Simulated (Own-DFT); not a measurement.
# Computed records: Hf₃₆O₇₁ (tetragonal hafnia with one neutral oxygen vacancy, atoms displaced)

Computed with Own-DFT development build. A calculation, not a measurement: plane-wave PBE and HSE06 DFT by an unreviewed code, no spin, of a simulated cell at Gamma alone, so results move with cell size and shape, stress positive in tension, energies less offsets, not probed for a lower state with spin; hafnium file: forces about 75 meV/angstrom off all-electron values; oxygen file: force components 24 meV/angstrom off all-electron in a glass; k mesh not checked against a denser one; forces and stress are PBE's, HSE06 gives the energy alone, and its difference from PBE has offsets of its own; offsets are fitted by least squares, one for each functional and potential file, so energies compare only between cells with the same atoms and settings and are not formation energies; the far tail of each file's local potential was reset to the Coulomb form; each entry is a single point on an unrelaxed cell, so the pressure reflects the starting lattice, taken from the Materials Project, from which strain is counted, and rises with the displacements; printed positions are rounded, which can move forces by about a meV/angstrom; the program is a retired in-house code; no spin-orbit coupling.

Settings shared by all entries: first functional PBE; second functional HSE06; exact exchange share 0.25; screening 0.11 1/bohr; exchange divergence Gygi-Baldereschi; potential files PseudoDojo norm-conserving, scalar-relativistic, made for PBE, standard set; wave cutoff 48 hartree; occupations fixed; k mesh 1 x 1 x 1 centred on Gamma.

(1) Hf₃₆O₇₁ (tetragonal hafnia with one neutral oxygen vacancy, atoms displaced)

```
cell vectors (Å)
  10.7800     0.0000     0.0000
   0.0000    10.7800     0.0000
   0.0000     0.0000    10.4493
atoms (fractions of the cell vectors)
Hf  0.99965  0.99768  0.99248
Hf  0.16891  0.17687  0.25359
O   0.00318  0.16706  0.15586
O   0.17019  0.99789  0.34137
O   0.99921  0.16877  0.41791
O   0.16414  0.99624  0.08784
Hf  0.99430  0.00717  0.49688
Hf  0.16626  0.17564  0.74401
O   0.00637  0.16531  0.64855
O   0.16687  0.98979  0.84254
O   0.99817  0.16052  0.90831
O   0.16658  0.00102  0.59062
Hf  0.99056  0.33493  0.00304
Hf  0.16931  0.50488  0.25299
O   0.00109  0.49931  0.15194
O   0.16974  0.33679  0.34554
O   0.99563  0.50070  0.40089
O   0.17232  0.34152  0.09838
Hf  0.99535  0.32733  0.49870
Hf  0.16678  0.50535  0.74015
O   0.99798  0.50443  0.65246
O   0.17155  0.33107  0.84104
O   0.00278  0.49225  0.89964
O   0.17261  0.33898  0.60343
Hf  0.99631  0.66273  0.00541
Hf  0.16519  0.83488  0.25130
O   0.00130  0.82981  0.15262
O   0.16974  0.66379  0.34133
O   0.00645  0.83243  0.40758
O   0.16610  0.65891  0.10074
Hf  0.99644  0.66342  0.48919
Hf  0.17196  0.83092  0.75008
O   0.00138  0.82901  0.64558
O   0.16140  0.66347  0.85564
O   0.99838  0.83441  0.90700
O   0.16204  0.66593  0.59490
Hf  0.33721  0.99999  0.99899
Hf  0.50211  0.17069  0.24439
O   0.32740  0.17186  0.15767
O   0.49996  0.99303  0.34169
O   0.33277  0.16786  0.40661
O   0.50179  0.00418  0.09944
Hf  0.34507  0.01127  0.48724
Hf  0.50444  0.16201  0.75317
O   0.32868  0.16065  0.66028
O   0.50272  0.00329  0.85659
O   0.33850  0.16115  0.90030
O   0.49691  0.99548  0.60042
Hf  0.34218  0.33230  0.00169
Hf  0.50566  0.50264  0.24307
O   0.33616  0.50235  0.15774
O   0.49901  0.32859  0.33797
O   0.33490  0.50445  0.40303
O   0.50479  0.33382  0.09920
Hf  0.33699  0.34387  0.49710
Hf  0.50071  0.49801  0.75387
O   0.33408  0.49695  0.65668
O   0.49988  0.33259  0.84639
O   0.33221  0.49950  0.90461
O   0.50185  0.32892  0.59490
Hf  0.34086  0.67215  0.00312
Hf  0.50835  0.83148  0.24769
O   0.33140  0.83923  0.15278
O   0.49053  0.65929  0.33930
O   0.33623  0.83647  0.40535
O   0.50347  0.66893  0.09430
Hf  0.33664  0.66962  0.49446
Hf  0.51387  0.83481  0.74675
O   0.33127  0.84008  0.65350
O   0.49415  0.66158  0.86146
O   0.33415  0.83301  0.90404
O   0.49887  0.67023  0.60362
Hf  0.67341  0.00630  0.99623
Hf  0.82643  0.16782  0.25070
O   0.66850  0.17122  0.15628
O   0.83228  0.00805  0.34444
O   0.66348  0.16829  0.40208
O   0.83261  0.00607  0.09250
Hf  0.67182  0.99969  0.49947
Hf  0.83701  0.16546  0.75248
O   0.66592  0.16374  0.65111
O   0.83545  0.00040  0.84363
O   0.66061  0.17061  0.90218
O   0.83197  0.00640  0.59846
Hf  0.67334  0.33416  0.99617
Hf  0.83527  0.50626  0.26051
O   0.66562  0.50673  0.15106
O   0.84367  0.33157  0.34732
O   0.66508  0.49772  0.40172
O   0.83099  0.32243  0.10278
Hf  0.66069  0.33349  0.50194
Hf  0.83096  0.50337  0.74548
O   0.66994  0.48906  0.64817
O   0.83672  0.32996  0.85489
O   0.66215  0.50275  0.90333
O   0.83307  0.32780  0.59575
Hf  0.68356  0.66815  0.99926
Hf  0.82344  0.83352  0.24314
O   0.67170  0.83248  0.15599
O   0.83551  0.66795  0.34498
O   0.66623  0.83446  0.40592
O   0.83120  0.66728  0.09701
Hf  0.66317  0.67057  0.50315
Hf  0.83239  0.83420  0.74544
O   0.83025  0.67851  0.84691
O   0.66538  0.83058  0.90571
O   0.82822  0.66791  0.60188
```

The calculation gives: PBE energy of cell above offsets -96.466 eV; HSE06 less PBE above offsets 0.143 eV; PBE pressure 2.83 GPa; PBE stress xx -1.25 GPa; PBE stress yy -3.55 GPa; PBE stress zz -3.69 GPa; PBE stress yz -0.27 GPa; PBE stress xz -0.67 GPa; PBE stress xy -0.01 GPa.

Force:
| element | x (eV/Å) | y (eV/Å) | z (eV/Å) |
| --- | --- | --- | --- |
| Hf | 1.964 | -0.369 | 1.337 |
| Hf | -0.846 | -1.59 | -1.257 |
| O | -0.521 | 0.329 | 0.902 |
| O | -0.222 | 1.458 | -0.076 |
| O | 0.352 | -0.058 | -2.695 |
| O | 0.427 | 0.084 | 0.285 |
| Hf | 3.102 | -2.872 | 1.586 |
| Hf | 0.969 | -2.076 | 1.041 |
| O | -2.127 | 0.516 | 0.65 |
| O | -0.294 | 1.956 | 0.088 |
| O | -0.352 | 1.805 | -1.216 |
| O | -0.308 | 0.157 | -1.025 |
| Hf | 2.668 | -0.854 | 0.296 |
| Hf | 0.371 | -0.987 | -2.443 |
| O | -1.623 | 0.087 | 0.285 |
| O | -0.179 | 0.321 | 1.408 |
| O | -0.044 | -0.683 | -0.36 |
| O | -0.761 | -0.45 | -0.543 |
| Hf | 0.865 | 1.828 | 1.202 |
| Hf | -0.176 | -0.411 | 2.263 |
| O | -1.117 | -0.213 | -0.368 |
| O | -0.286 | 0.886 | 0.634 |
| O | -1.188 | 1.217 | 0.348 |
| O | -0.828 | -0.191 | -1.712 |
| Hf | 3.575 | 0.4 | -1.122 |
| Hf | 0.166 | 0.478 | -0.734 |
| O | -1.658 | -0.213 | 0.383 |
| O | -0.177 | 1.167 | 1.63 |
| O | -0.564 | 0.29 | -1.001 |
| O | -0.179 | 0.33 | -0.32 |
| Hf | 1.133 | 1.863 | 2.353 |
| Hf | -0.593 | 0.14 | -0.496 |
| O | -1.413 | 0.25 | 1.357 |
| O | 0.044 | 0.332 | -1.058 |
| O | -0.755 | -1.344 | -0.483 |
| O | 1.092 | -0.711 | -0.64 |
| Hf | -1.552 | -0.698 | -0.016 |
| Hf | -0.821 | -1.285 | -0.037 |
| O | 1.555 | -0.18 | -0.537 |
| O | 0.301 | 1.55 | 0.623 |
| O | 0.223 | 2.407 | -1.116 |
| O | 1.163 | -0.125 | -0.139 |
| Hf | -2.891 | -2.96 | 2.74 |
| Hf | -2.02 | 0.189 | -0.236 |
| O | 2.246 | 0.27 | -1.019 |
| O | 0.807 | -1.357 | -1.231 |
| O | 0.1 | 1.076 | 0.905 |
| O | 2.284 | -0.172 | 0.007 |
| Hf | -2.211 | 0.34 | -0.822 |
| Hf | -1.151 | -1.089 | -0.253 |
| O | 0.611 | -0.089 | -0.099 |
| O | -0.077 | 1.608 | 1.338 |
| O | -0.094 | -0.635 | 0.202 |
| O | 0.559 | -0.297 | -0.531 |
| Hf | -0.964 | -1.007 | 0.814 |
| Hf | -0.962 | 0.724 | 1.062 |
| O | 1.354 | 0.263 | -0.98 |
| O | 0.283 | 0.036 | -0.075 |
| O | 0.521 | -0.214 | 0.246 |
| O | -0.852 | 0.246 | 0.094 |
| Hf | -1.439 | -0.867 | -0.551 |
| Hf | -3.313 | -0.231 | -0.392 |
| O | 1.208 | -0.583 | 0.36 |
| O | 0.918 | 2.02 | 1.426 |
| O | 0.195 | -0.931 | -0.434 |
| O | 1.263 | 0.468 | 1.034 |
| Hf | -1.427 | 1.45 | 0.95 |
| Hf | -2.615 | -0.196 | 0.913 |
| O | 1.655 | -1.11 | 0.362 |
| O | 0.694 | 0.736 | -2.539 |
| O | 0.303 | 0.181 | -0.063 |
| O | 1.154 | 0.234 | -0.395 |
| Hf | -1.778 | -0.413 | 0.006 |
| Hf | 1.969 | 1.004 | -0.701 |
| O | -0.67 | -0.471 | -1.124 |
| O | -0.249 | -2.184 | 0.525 |
| O | 0.071 | -0.293 | 0.018 |
| O | -0.175 | -0.513 | 0.645 |
| Hf | -1.096 | 1.399 | 0.45 |
| Hf | 0.541 | 0.445 | -0.912 |
| O | 0.527 | 0.008 | 0.355 |
| O | -0.961 | -0.136 | 0.133 |
| O | 0.746 | -0.401 | -0.122 |
| O | -0.279 | -0.624 | 0.018 |
| Hf | -0.793 | 0.507 | 0.672 |
| Hf | 0.168 | -2.249 | -1.349 |
| O | 1.929 | -0.25 | -0.156 |
| O | -0.424 | 0.613 | 0.193 |
| O | 0.265 | 0.643 | 0.073 |
| O | -0.373 | 0.911 | -0.403 |
| Hf | 1.018 | -0.352 | -0.272 |
| Hf | 1.255 | -0.14 | 0.55 |
| O | -0.751 | 0.587 | 0.441 |
| O | -0.665 | 0.637 | -0.679 |
| O | 1.103 | -0.395 | -0.491 |
| O | -0.221 | 0.106 | 0.556 |
| Hf | -4.336 | -0.829 | -1.169 |
| Hf | 4.608 | 1.05 | 1.594 |
| O | -1.43 | 0.071 | -1.518 |
| O | -0.477 | 1.084 | 0.647 |
| O | 0.192 | -0.818 | -0.171 |
| O | 1.547 | 0.015 | 1.738 |
| Hf | 0.178 | -0.975 | 0.198 |
| Hf | 1.79 | 0.321 | -0.739 |
| O | -0.051 | -2.446 | 0.362 |
| O | -0.111 | 1.41 | -0.741 |
| O | -0.586 | 0.041 | -0.733 |

(2) Hf₃₆O₇₁ (tetragonal hafnia with one neutral oxygen vacancy, atoms displaced)

```
cell vectors (Å)
  10.7800     0.0000     0.0000
   0.0000    10.7800     0.0000
   0.0000     0.0000    10.4493
atoms (fractions of the cell vectors)
Hf  0.00214  0.00175  0.99842
Hf  0.16942  0.17030  0.25078
O   0.99805  0.16684  0.15341
O   0.16575  0.99711  0.35093
O   0.99825  0.17114  0.40269
O   0.16622  0.00304  0.09675
Hf  0.99662  0.99763  0.50170
Hf  0.16418  0.16480  0.74961
O   0.99758  0.16651  0.65334
O   0.16724  0.99742  0.85016
O   0.16562  0.99517  0.59979
Hf  0.00358  0.33315  0.99833
Hf  0.16562  0.49884  0.24817
O   0.00447  0.50076  0.15152
O   0.16904  0.33069  0.34844
O   0.99949  0.49743  0.40268
O   0.17078  0.33822  0.09530
Hf  0.99862  0.33565  0.50074
Hf  0.16721  0.50042  0.75248
O   0.00248  0.50201  0.64849
O   0.17088  0.33071  0.85415
O   0.99859  0.50365  0.89996
O   0.16638  0.33029  0.59789
Hf  0.99931  0.66745  0.00010
Hf  0.17356  0.83405  0.25166
O   0.00088  0.83152  0.15132
O   0.16366  0.66352  0.34795
O   0.00068  0.83037  0.40270
O   0.16533  0.67009  0.09259
Hf  0.99957  0.66339  0.49844
Hf  0.16669  0.82552  0.74865
O   0.99957  0.83184  0.65689
O   0.16523  0.66801  0.84660
O   0.99263  0.84005  0.90017
O   0.15910  0.66746  0.60178
Hf  0.33532  0.00337  0.99920
Hf  0.49984  0.16250  0.25374
O   0.32738  0.16507  0.15528
O   0.50255  0.99650  0.35244
O   0.33260  0.16609  0.40687
O   0.50198  0.00159  0.09690
Hf  0.33405  0.00052  0.49847
Hf  0.49763  0.16443  0.75085
O   0.32901  0.16904  0.65270
O   0.50036  0.99574  0.85071
O   0.33301  0.16554  0.89883
O   0.49628  0.99810  0.59815
Hf  0.33393  0.33629  0.99803
Hf  0.50914  0.50089  0.25099
O   0.32919  0.49711  0.15439
O   0.49798  0.33824  0.34852
O   0.32911  0.50043  0.39998
O   0.49327  0.33262  0.09982
Hf  0.33119  0.33286  0.50440
Hf  0.49646  0.50224  0.75436
O   0.33462  0.50300  0.64805
O   0.50315  0.32921  0.84757
O   0.33224  0.49768  0.90586
O   0.49823  0.33059  0.59747
Hf  0.33118  0.66590  0.99832
Hf  0.49583  0.83395  0.24431
O   0.32639  0.83455  0.14955
O   0.50137  0.66377  0.34884
O   0.33460  0.83710  0.40480
O   0.49613  0.66606  0.10436
Hf  0.33346  0.66163  0.50206
Hf  0.49748  0.83475  0.75601
O   0.33896  0.83478  0.64992
O   0.49788  0.66566  0.84876
O   0.32845  0.83469  0.90055
O   0.49755  0.67044  0.59691
Hf  0.66644  0.99795  0.00052
Hf  0.83407  0.16616  0.24802
O   0.66643  0.16464  0.15355
O   0.83201  0.00355  0.34776
O   0.66587  0.16481  0.39890
O   0.83608  0.99830  0.10124
Hf  0.66495  0.00102  0.50245
Hf  0.83382  0.16782  0.75129
O   0.66671  0.16927  0.65001
O   0.83305  0.99967  0.84795
O   0.66316  0.16913  0.90531
O   0.82960  0.00442  0.59616
Hf  0.66596  0.33746  0.99974
Hf  0.83073  0.49924  0.24845
O   0.66933  0.49967  0.15044
O   0.83320  0.32942  0.35160
O   0.66891  0.50365  0.40251
O   0.82945  0.33407  0.10578
Hf  0.66895  0.33314  0.49675
Hf  0.83609  0.50016  0.74817
O   0.66650  0.50571  0.65071
O   0.83243  0.33144  0.84776
O   0.66534  0.50046  0.90666
O   0.83456  0.33273  0.59673
Hf  0.66851  0.66882  0.99926
Hf  0.83322  0.83370  0.25200
O   0.66600  0.83153  0.15347
O   0.83037  0.66787  0.34860
O   0.67218  0.83812  0.40576
O   0.83177  0.66727  0.09810
Hf  0.66261  0.66678  0.49982
Hf  0.83533  0.83469  0.74966
O   0.67021  0.83577  0.65127
O   0.83635  0.66494  0.84914
O   0.66492  0.83080  0.90641
O   0.83415  0.66929  0.59968
```

The calculation gives: PBE energy of cell above offsets -100.754 eV; HSE06 less PBE above offsets -0.132 eV; PBE pressure 0.48 GPa; PBE stress xx 0.02 GPa; PBE stress yy -0.57 GPa; PBE stress zz -0.9 GPa; PBE stress yz -0.35 GPa; PBE stress xz -0.06 GPa; PBE stress xy 0.01 GPa.

Force:
| element | x (eV/Å) | y (eV/Å) | z (eV/Å) |
| --- | --- | --- | --- |
| Hf | 0.005 | 0.251 | 0.392 |
| Hf | -1.291 | -1.087 | 0.473 |
| O | 0.878 | 0.507 | -0.799 |
| O | 0.053 | 0.787 | -0.476 |
| O | 0.235 | -0.901 | 0.423 |
| O | 0.189 | -0.126 | -0.055 |
| Hf | 0.507 | 0.381 | -0.602 |
| Hf | 0.122 | -0.663 | 0.175 |
| O | 0.319 | -0.064 | 0.683 |
| O | -0.487 | 0.492 | -0.389 |
| O | -0.097 | 0.306 | -0.22 |
| Hf | -0.381 | -0.362 | 0.541 |
| Hf | 0.822 | -0.195 | 0.673 |
| O | -1.354 | 0.077 | -0.235 |
| O | -0.088 | 0.7 | -0.1 |
| O | -0.195 | 0.211 | -0.369 |
| O | -1.108 | -0.52 | 0.183 |
| Hf | 0.163 | -0.757 | -0.419 |
| Hf | -0.575 | -0.396 | -0.521 |
| O | -0.127 | -0.442 | 0.723 |
| O | -0.952 | 0.469 | -0.867 |
| O | 0.352 | -1.058 | -0.06 |
| O | -0.318 | 0.475 | 0.593 |
| Hf | -0.511 | 1.075 | 0.282 |
| Hf | -2.347 | -0.082 | 0.52 |
| O | 0.215 | -0.106 | 0.399 |
| O | 0.298 | 0.631 | -0.102 |
| O | -0.382 | 0.453 | 0.355 |
| O | 0.516 | -0.285 | 0.051 |
| Hf | -0.611 | 0.459 | -0.214 |
| Hf | 0.385 | 2.13 | -0.629 |
| O | -0.19 | 0.385 | -0.571 |
| O | 0.226 | -1.106 | 0.515 |
| O | 0.453 | -1.35 | 0.363 |
| O | 1.615 | 0.01 | -0.12 |
| Hf | -1.306 | 0.008 | -0.101 |
| Hf | 0.357 | 0.889 | -0.089 |
| O | 1.616 | -0.271 | -0.34 |
| O | -0.404 | 0.298 | -0.887 |
| O | 0.319 | 0.234 | -0.624 |
| O | -0.664 | -0.285 | 0.597 |
| Hf | -0.817 | -0.289 | 0.821 |
| Hf | 0.281 | 0.239 | -0.56 |
| O | 0.641 | -0.14 | 0.191 |
| O | 0.06 | 0.761 | 0.15 |
| O | 0.442 | 0.054 | 0.404 |
| O | 0.596 | 0.502 | 0.549 |
| Hf | -0.033 | -1.135 | 0.851 |
| Hf | -1.934 | -0.296 | -0.191 |
| O | 1.018 | 0.533 | -0.307 |
| O | 0.439 | -0.908 | -0.112 |
| O | 0.111 | -0.057 | 0.823 |
| O | 1.348 | 0.091 | -0.268 |
| Hf | 0.413 | 0.103 | -0.885 |
| Hf | 1.163 | -0.902 | -0.956 |
| O | -0.516 | 0.053 | 0.887 |
| O | -0.395 | 1.2 | -0.095 |
| O | 0.144 | 0.929 | -1.225 |
| O | 0.345 | 0.248 | 0.052 |
| Hf | 0.076 | 0.359 | 0.916 |
| Hf | 0.462 | -0.506 | 0.95 |
| O | 1.899 | 0.066 | -0.283 |
| O | 0.001 | 1 | 0.088 |
| O | -0.084 | -1.42 | -0.817 |
| O | 0.257 | 0.191 | -0.938 |
| Hf | -0.453 | 0.59 | -0.574 |
| Hf | 0.467 | -0.27 | -1.605 |
| O | -1.137 | -0.483 | 0.721 |
| O | -0.196 | 0.082 | 0.331 |
| O | 0.555 | -0.465 | 0.262 |
| O | 0.256 | -0.391 | 0.287 |
| Hf | 1.142 | 0.969 | 0.287 |
| Hf | -0.184 | -0.083 | 0.369 |
| O | -0.554 | -0.024 | -0.007 |
| O | 0.426 | -0.654 | 0.1 |
| O | -0.537 | 0.649 | 0.362 |
| O | -0.578 | -0.001 | -0.703 |
| Hf | -0.074 | -0.119 | -0.144 |
| Hf | -0.557 | -0.572 | -0.293 |
| O | -0.385 | -0.056 | 0.458 |
| O | -0.186 | 0.834 | 0.049 |
| O | 0.108 | -0.684 | -0.113 |
| O | 0.838 | -0.261 | 0.4 |
| Hf | -0.277 | -1.251 | 0.649 |
| Hf | 1.139 | -0.177 | 0.577 |
| O | -0.47 | 0.03 | -0.015 |
| O | -0.441 | 1.094 | -0.244 |
| O | -0.035 | -0.858 | -0.517 |
| O | 0.787 | 0.278 | -1.128 |
| Hf | -0.462 | -0.572 | 0.322 |
| Hf | -0.258 | 0.426 | -0.288 |
| O | -0.356 | -0.295 | 0.671 |
| O | 0.459 | 0.574 | 0.35 |
| O | -0.114 | 0.315 | -0.678 |
| O | -0.38 | 0.42 | 0.448 |
| Hf | -0.123 | -0.256 | 0.728 |
| Hf | 0.537 | 0.47 | 0.106 |
| O | -0.388 | 0.072 | -0.018 |
| O | 0.148 | -0.58 | -0.322 |
| O | -0.286 | -0.896 | -0.298 |
| O | 0.18 | -0.246 | -0.053 |
| Hf | 0.85 | 1.02 | 0.418 |
| Hf | -0.052 | -0.494 | -0.075 |
| O | -1.022 | -0.063 | 0.816 |
| O | -0.463 | 0.177 | -0.082 |
| O | 0.011 | 0.283 | -0.464 |
| O | -0.111 | -0.384 | -0.293 |
